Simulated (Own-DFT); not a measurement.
Hf36O71 (tetragonal hafnia with one neutral oxygen vacancy, atoms displaced) (calculated)

Computed with Own-DFT development build. A calculation, not a measurement: plane-wave PBE and HSE06 DFT by an unreviewed code, no spin, of a simulated cell at Gamma alone, so results move with cell size and shape, stress positive in tension, energies less offsets, not probed for a lower state with spin; hafnium file: forces about 75 meV/angstrom off all-electron values; oxygen file: force components 24 meV/angstrom off all-electron in a glass; k mesh not checked against a denser one; forces and stress are PBE's, HSE06 gives the energy alone, and its difference from PBE has offsets of its own; offsets are fitted by least squares, one for each functional and potential file, so energies compare only between cells with the same atoms and settings and are not formation energies; the far tail of each file's local potential was reset to the Coulomb form; each entry is a single point on an unrelaxed cell, so the pressure reflects the starting lattice, taken from the Materials Project, from which strain is counted, and rises with the displacements; printed positions are rounded, which can move forces by about a meV/angstrom; the program is a retired in-house code; no spin-orbit coupling.

Settings shared by all entries: first functional PBE; second functional HSE06; exact exchange share 0.25; screening 0.11 1/bohr; exchange divergence Gygi-Baldereschi; potential files PseudoDojo norm-conserving, scalar-relativistic, made for PBE, standard set; wave cutoff 48 hartree; occupations fixed; k mesh 1 x 1 x 1 centred on Gamma.

(1) Hf36O71 (tetragonal hafnia with one neutral oxygen vacancy, atoms displaced)

```
CELL_PARAMETERS angstrom
10.78000 0.00000 0.00000
0.00000 10.78000 0.00000
0.00000 0.00000 10.44930
ATOMIC_POSITIONS crystal
Hf 0.00547 0.99711 0.00552
Hf 0.16627 0.16315 0.24711
O 0.00038 0.16138 0.14850
O 0.16851 0.00024 0.34726
O 0.00608 0.16514 0.40589
O 0.16416 0.99302 0.10121
Hf 0.99531 0.99894 0.50285
Hf 0.16731 0.16691 0.74976
O 0.00113 0.17116 0.66151
O 0.17182 0.00109 0.84835
O 0.99160 0.16186 0.90499
O 0.17310 0.00221 0.59144
Hf 0.00420 0.33130 0.99710
Hf 0.17179 0.49588 0.24361
O 0.99914 0.50193 0.15871
O 0.16962 0.33995 0.34774
O 0.99815 0.50083 0.39953
O 0.16275 0.33162 0.09654
Hf 0.00223 0.33053 0.49796
Hf 0.17344 0.50082 0.74895
O 0.00065 0.50217 0.64625
O 0.16907 0.33400 0.84338
O 0.00122 0.49737 0.90667
O 0.15514 0.33263 0.59208
Hf 0.99627 0.65373 0.99723
Hf 0.16737 0.83422 0.24951
O 0.00102 0.83403 0.15556
O 0.16314 0.66794 0.34885
O 0.99621 0.83802 0.40086
O 0.17109 0.67151 0.09687
Hf 0.00436 0.65544 0.50509
Hf 0.16388 0.83751 0.75607
O 0.00030 0.83309 0.65110
O 0.16770 0.67019 0.84991
O 0.99206 0.83654 0.89795
O 0.16557 0.67031 0.59279
Hf 0.32855 0.00389 0.00047
Hf 0.50497 0.16649 0.24830
O 0.33548 0.15789 0.15479
O 0.50091 0.99172 0.33666
O 0.33619 0.17298 0.40595
O 0.50618 0.98885 0.09783
Hf 0.33297 0.99427 0.50207
Hf 0.49535 0.16463 0.75266
O 0.33224 0.16770 0.65861
O 0.50702 0.99849 0.85248
O 0.33590 0.16679 0.90287
O 0.50431 0.99910 0.59263
Hf 0.33405 0.33204 0.99860
Hf 0.49878 0.49861 0.24415
O 0.32781 0.49543 0.14494
O 0.49852 0.33624 0.35110
O 0.33097 0.50451 0.39403
O 0.49594 0.33710 0.10363
Hf 0.32472 0.33442 0.48927
Hf 0.50540 0.49472 0.75189
O 0.33365 0.49484 0.65391
O 0.50230 0.33720 0.84931
O 0.32545 0.50184 0.90262
O 0.49792 0.33271 0.60085
Hf 0.32643 0.68105 0.99858
Hf 0.49750 0.83099 0.24875
O 0.32823 0.82723 0.15726
O 0.33410 0.83428 0.40710
O 0.50851 0.66486 0.09754
Hf 0.33274 0.66681 0.49122
Hf 0.49677 0.83918 0.74311
O 0.33314 0.82976 0.64894
O 0.50352 0.66108 0.85404
O 0.34098 0.83446 0.89920
O 0.50034 0.67285 0.60006
Hf 0.67096 0.00413 0.00107
Hf 0.83204 0.16441 0.25567
O 0.66465 0.16173 0.14608
O 0.83628 0.00388 0.34040
O 0.67027 0.16455 0.39003
O 0.83293 0.99808 0.10214
Hf 0.67273 0.99786 0.50668
Hf 0.84208 0.17385 0.74600
O 0.66564 0.17163 0.65056
O 0.83384 0.00026 0.85098
O 0.65787 0.17346 0.90345
O 0.83646 0.00700 0.59459
Hf 0.66784 0.34195 0.00690
Hf 0.83405 0.49040 0.24804
O 0.67484 0.50619 0.14814
O 0.82588 0.32426 0.34518
O 0.66976 0.49731 0.39904
O 0.82951 0.33510 0.09028
Hf 0.66557 0.33276 0.49037
Hf 0.83296 0.49697 0.75547
O 0.65511 0.50755 0.65886
O 0.82968 0.33883 0.84415
O 0.66596 0.49864 0.90414
O 0.82981 0.33908 0.59754
Hf 0.65963 0.67081 0.99902
Hf 0.82959 0.84476 0.24466
O 0.66050 0.83277 0.14994
O 0.83110 0.66485 0.34608
O 0.65975 0.82673 0.39692
O 0.83761 0.66965 0.09567
Hf 0.66106 0.66877 0.50409
Hf 0.82914 0.83456 0.75172
O 0.66320 0.83768 0.64752
O 0.82624 0.66609 0.84554
O 0.67632 0.83472 0.90050
O 0.83970 0.65753 0.59700
```

- PBE energy of cell above offsets: -97.039 eV
- HSE06 less PBE above offsets: 0.062 eV
- PBE pressure: 2.39 GPa
- PBE stress xx: -2.66 GPa
- PBE stress yy: -1.75 GPa
- PBE stress zz: -2.77 GPa
- PBE stress yz: -0.06 GPa
- PBE stress xz: 0.76 GPa
- PBE stress xy: 0.03 GPa

Force:
```tsv
element	x (eV/Å)	y (eV/Å)	z (eV/Å)
Hf	-2.585	-0.801	-0.512
Hf	-0.09	0.015	0.949
O	0.208	0.429	0.754
O	0.506	0.505	-0.306
O	-0.229	0.195	-0.479
O	1.398	0.652	-0.241
Hf	2.174	-1.949	-1.296
Hf	0.599	0.227	-0.239
O	0.796	-0.275	-1.392
O	-0.064	0.393	0.655
O	0.766	1.018	-0.17
O	-1.748	0.184	1.228
Hf	-1.242	-0.812	0.345
Hf	-0.97	2.03	0.874
O	0.8	-0.357	-1.417
O	-0.142	-1.678	-0.354
O	-0.056	-1.957	0.11
O	0.773	-0.377	0.05
Hf	-1.777	1.821	-0.278
Hf	0.074	0.734	-0.363
O	0.556	-0.402	1.479
O	-0.502	-0.753	0.404
O	-0.079	-0.936	-1.21
O	2.434	-0.247	0.839
Hf	-0.339	3.172	1.571
Hf	-1.95	-0.949	1.145
O	0.009	0.515	-0.494
O	0.474	-0.35	-0.563
O	0.017	0.174	0.787
O	-1.707	-0.459	-0.039
Hf	-1.626	1.495	-1.673
Hf	-0.644	-1.299	-1.684
O	0.1	0.856	0.567
O	-0.081	0.083	-0.354
O	0.978	-0.696	0.558
O	1.339	-0.38	1.143
Hf	2.143	-0.448	0.6
Hf	-0.025	-0.772	0.542
O	-0.559	0.101	-0.499
O	-0.34	2.14	1.082
O	-0.188	-1.729	-0.453
O	-2.025	0.664	-0.761
Hf	0.587	1.011	-0.909
Hf	2.173	1.301	0.037
O	-0.546	-0.129	-0.381
O	-0.75	0.143	-1.023
O	-0.241	-0.248	0.191
O	-0.791	0.117	0.644
Hf	0.383	1.946	-0.368
Hf	0.278	0.874	0.358
O	1.331	-0.066	0.301
O	0.184	-0.364	-0.648
O	0.533	-0.558	-0.098
O	0.433	-0.259	-0.127
Hf	1.495	0.902	1.869
Hf	-2.02	0.682	0.563
O	-0.391	0.229	-0.693
O	-0.982	-1.197	0.712
O	-0.257	-0.215	0.416
O	-0.053	-0.128	-1.067
Hf	1.635	-2.609	0.009
Hf	0.946	-0.833	-0.12
O	1.18	0.251	-1.144
O	0.19	-0.358	-0.88
O	-3.144	-0.242	1.292
Hf	0.036	0.018	1.097
Hf	0.327	-1.468	1.142
O	-0.503	0.897	0.641
O	-0.145	1.412	-0.782
O	-0.571	1.389	-0.081
O	-1.123	0.042	-0.868
Hf	-0.509	0.045	-1.07
Hf	-0.416	-0.141	-2.3
O	0.579	0.475	0.702
O	-0.276	-0.321	2.174
O	-0.655	-0.449	1.046
O	0.576	-0.047	-0.31
Hf	-1.375	0.089	-1.473
Hf	-3.141	-0.679	1.597
O	0.389	-0.846	-0.125
O	-0.372	0.927	-1.071
O	0.49	-0.231	0.318
O	-0.608	-0.052	0.82
Hf	-1.367	-1.098	-1.648
Hf	-0.114	3.025	1.292
O	-1.586	-0.879	0.417
O	0.666	1.11	0.393
O	-0.704	0.516	0.271
O	2.116	-0.203	0.954
Hf	-1.054	-0.353	1.594
Hf	-0.726	2.025	-2.299
O	3.138	-0.13	-1.284
O	0.677	-1.615	0.732
O	0.269	0.222	-0.084
O	0.53	-0.348	-0.414
Hf	2.119	0.069	-0.724
Hf	0.56	-3.703	0.161
O	1.125	-0.076	0.047
O	-0.03	0.126	-0.768
O	0.108	1.16	0.727
O	-0.337	-0.066	-0.667
Hf	2.03	-0.981	-0.925
Hf	0.643	-0.544	0.928
O	1.141	0.143	-0.139
O	0.923	-0.383	-0.052
O	-0.396	0.184	-0.127
O	-1.778	0.711	0.318
```

(2) Hf36O71 (tetragonal hafnia with one neutral oxygen vacancy, atoms displaced)

```
CELL_PARAMETERS angstrom
10.78000 0.00000 0.00000
0.00000 10.78000 0.00000
0.00000 0.00000 10.44930
ATOMIC_POSITIONS crystal
Hf 0.00404 0.99951 0.01416
Hf 0.16795 0.16298 0.25637
O 0.99436 0.15882 0.15156
O 0.16615 0.00382 0.34371
O 0.00016 0.16288 0.40288
O 0.15616 0.00865 0.11555
Hf 0.00829 0.99399 0.51715
Hf 0.15883 0.16148 0.76303
O 0.98579 0.16860 0.64775
O 0.16336 0.99132 0.84618
O 0.01908 0.17573 0.90126
O 0.17078 0.99491 0.60504
Hf 0.00624 0.33321 0.99511
Hf 0.16505 0.49635 0.25988
O 0.00200 0.49814 0.16185
O 0.16257 0.32822 0.34698
O 0.99242 0.50028 0.40749
O 0.18007 0.33305 0.08811
Hf 0.01035 0.33480 0.50266
Hf 0.15800 0.49080 0.73836
O 0.98541 0.51140 0.65069
O 0.17301 0.32540 0.84591
O 0.01051 0.50116 0.90011
O 0.17474 0.34172 0.59447
Hf 0.99928 0.68505 0.01140
Hf 0.15849 0.83908 0.25514
O 0.00298 0.83478 0.13643
O 0.15314 0.66508 0.34601
O 0.99853 0.83931 0.39491
O 0.16679 0.66314 0.08524
Hf 0.99408 0.66805 0.50426
Hf 0.18599 0.84032 0.75378
O 0.01033 0.82800 0.65901
O 0.16977 0.66737 0.84560
O 0.99311 0.82270 0.89929
O 0.16574 0.66812 0.59455
Hf 0.33032 0.99452 0.00064
Hf 0.49923 0.17739 0.25561
O 0.33353 0.16168 0.13907
O 0.49843 0.99306 0.36099
O 0.33369 0.16783 0.40685
O 0.50170 0.00431 0.09048
Hf 0.34076 0.01337 0.49721
Hf 0.49851 0.15163 0.74895
O 0.33913 0.16870 0.65305
O 0.49763 0.00416 0.85626
O 0.32788 0.16367 0.90802
O 0.48523 0.00398 0.60875
Hf 0.33910 0.33501 0.01023
Hf 0.49837 0.50748 0.24617
O 0.34010 0.48335 0.14786
O 0.47853 0.32541 0.34933
O 0.32237 0.51452 0.40704
O 0.50331 0.31979 0.09937
Hf 0.33981 0.31725 0.50196
Hf 0.49018 0.50656 0.74258
O 0.34090 0.49478 0.65510
O 0.50634 0.34469 0.84497
O 0.33301 0.48817 0.89791
O 0.49907 0.33179 0.58911
Hf 0.34135 0.65573 0.98952
Hf 0.50312 0.83242 0.23719
O 0.33211 0.82610 0.16176
O 0.49938 0.66739 0.33696
O 0.33296 0.84224 0.41421
O 0.49827 0.65622 0.09133
Hf 0.33135 0.66109 0.49597
Hf 0.49162 0.82689 0.73961
O 0.34250 0.82318 0.63810
O 0.51019 0.67203 0.84275
O 0.34122 0.82887 0.90388
O 0.49866 0.66567 0.59738
Hf 0.65520 0.01121 0.99789
Hf 0.83174 0.16878 0.24656
O 0.66682 0.17108 0.14670
O 0.83394 0.98404 0.34713
O 0.66683 0.17873 0.40450
O 0.83506 0.00822 0.10655
Hf 0.66019 0.00026 0.50426
Hf 0.83278 0.17143 0.76417
O 0.66526 0.16666 0.64521
O 0.82954 0.99857 0.83064
O 0.67085 0.15870 0.90107
O 0.82479 0.99112 0.59662
Hf 0.67334 0.32858 0.99570
Hf 0.84055 0.50365 0.25124
O 0.66355 0.49910 0.15416
O 0.83877 0.32539 0.35395
O 0.67788 0.51416 0.40111
O 0.83238 0.33297 0.08957
Hf 0.66462 0.33614 0.49809
Hf 0.82427 0.49376 0.75345
O 0.66359 0.50747 0.65507
O 0.82793 0.34435 0.83595
O 0.67474 0.49844 0.89777
O 0.84139 0.32467 0.60021
Hf 0.66513 0.67904 0.99679
Hf 0.82960 0.84561 0.24763
O 0.65984 0.83994 0.16213
O 0.82617 0.66323 0.35028
O 0.66042 0.83977 0.39161
O 0.83651 0.67498 0.10074
Hf 0.66035 0.67800 0.50437
Hf 0.83851 0.84137 0.75174
O 0.67616 0.82850 0.65011
O 0.83750 0.65583 0.85196
O 0.82728 0.66580 0.60345
```

- PBE energy of cell above offsets: -88.155 eV
- HSE06 less PBE above offsets: 0.496 eV
- PBE pressure: 5.39 GPa
- PBE stress xx: -4.41 GPa
- PBE stress yy: -6.38 GPa
- PBE stress zz: -5.38 GPa
- PBE stress yz: -1.27 GPa
- PBE stress xz: -0.62 GPa
- PBE stress xy: -0.11 GPa

Force:
```tsv
element	x (eV/Å)	y (eV/Å)	z (eV/Å)
Hf	-1.44	-0.461	-0.801
Hf	-1.047	0.516	-1.928
O	1.258	1.14	-0.129
O	0.398	-0.467	1.934
O	0.666	-0.481	0.536
O	1.988	-1.006	-1.789
Hf	-2.255	0.559	-1.623
Hf	1.122	0.91	-1.508
O	2.743	-1.117	1.431
O	0.017	1.686	2.648
O	-1.972	-2.602	-0.08
O	0.904	0.798	0.048
Hf	1.045	3.319	1.138
Hf	0.268	1.005	-1.397
O	0.704	-0.556	-0.65
O	0.331	0.613	0.37
O	0.815	-0.38	-0.287
O	-4.112	-0.239	1.733
Hf	-3.082	-0.902	-0.804
Hf	-0.221	2.118	2.015
O	2.709	-1.042	-0.231
O	-0.542	1.121	-0.987
O	0.225	-1.517	0.624
O	-0.999	-0.232	0.63
Hf	-0.051	-4.109	-2.449
Hf	1.157	-1.565	0.375
O	-0.065	1.093	1.689
O	0.304	0.747	-0.541
O	0.687	-0.325	0.692
O	1.924	-0.19	1.389
Hf	-0.695	-0.031	0.232
Hf	-1.657	-4.942	-1.868
O	-0.419	1.073	-0.722
O	1.166	0.275	-1.228
O	0.083	3.96	-0.506
O	0.466	-0.935	-0.259
Hf	0.576	1.771	1.07
Hf	0.613	-2.37	-2.548
O	0.046	-0.439	2.91
O	-0.047	2.063	-1.189
O	-0.698	-0.889	-2.828
O	-1.802	-0.737	1.411
Hf	-1.45	-4.181	0.086
Hf	0.614	3.663	0.265
O	-1.842	0.332	-0.34
O	0.264	-1.907	-0.303
O	-0.071	-1.166	-1.042
O	2.99	-0.466	0.492
Hf	1.557	-0.974	-2.447
Hf	1.586	-0.912	-0.075
O	-0.881	1.256	0.981
O	0.536	3.299	0.257
O	0.127	-4.776	-2.241
O	0.935	0.059	0.418
Hf	-0.188	4.107	1.438
Hf	3.73	-1.676	2.13
O	-3.337	0.516	-1.75
O	0.128	-2.478	-0.286
O	0.329	2.18	0.086
O	0.715	0.157	0.361
Hf	-3.282	-0.574	0.155
Hf	-2.452	0.54	3.737
O	-0.889	0.939	-1.191
O	-0.374	0.582	0.701
O	-0.906	-1.073	-1.115
O	0.659	0.702	0.316
Hf	-0.715	4.22	1.591
Hf	2.51	0.607	0.787
O	-1.624	0.693	2.2
O	-0.318	-0.276	0.807
O	-0.173	0.7	-0.875
O	-0.558	0.338	-0.026
Hf	1.711	-3.157	1.049
Hf	0.235	-0.268	1.388
O	-0.179	-0.585	0.829
O	-0.683	5.27	1.629
O	-0.752	-2.461	-1.228
O	-0.652	-0.986	-1.674
Hf	0.811	0.112	-0.673
Hf	-0.89	0.536	-3.996
O	-0.144	-0.469	1.388
O	0.401	2.013	3.044
O	0.468	2.543	-1.465
O	1.643	-0.058	-0.626
Hf	-2.344	2.621	-0.184
Hf	-2.129	-0.036	1.147
O	0.444	-0.339	0.047
O	-0.229	1.311	-1.373
O	-1.686	-2.693	0.679
O	1.54	-0.381	0.315
Hf	2.63	1.926	1.241
Hf	-0.494	5.459	-2.21
O	-0.776	-0.866	-0.965
O	0.631	-5.777	3.939
O	-0.581	0.737	1.953
O	-1.655	0.802	-0.543
Hf	2.284	-2.094	-0.925
Hf	0.218	-4.128	-0.402
O	2.293	-0.426	-3.295
O	1.271	2.06	-0.483
O	0.027	-0.63	1.626
O	-1.845	-0.279	0.352
Hf	2.743	-1.068	-0.906
Hf	0.731	-4.366	-0.874
O	-3.258	0.798	0.446
O	-0.96	2.241	0.309
O	0.451	0.978	-1.208
```
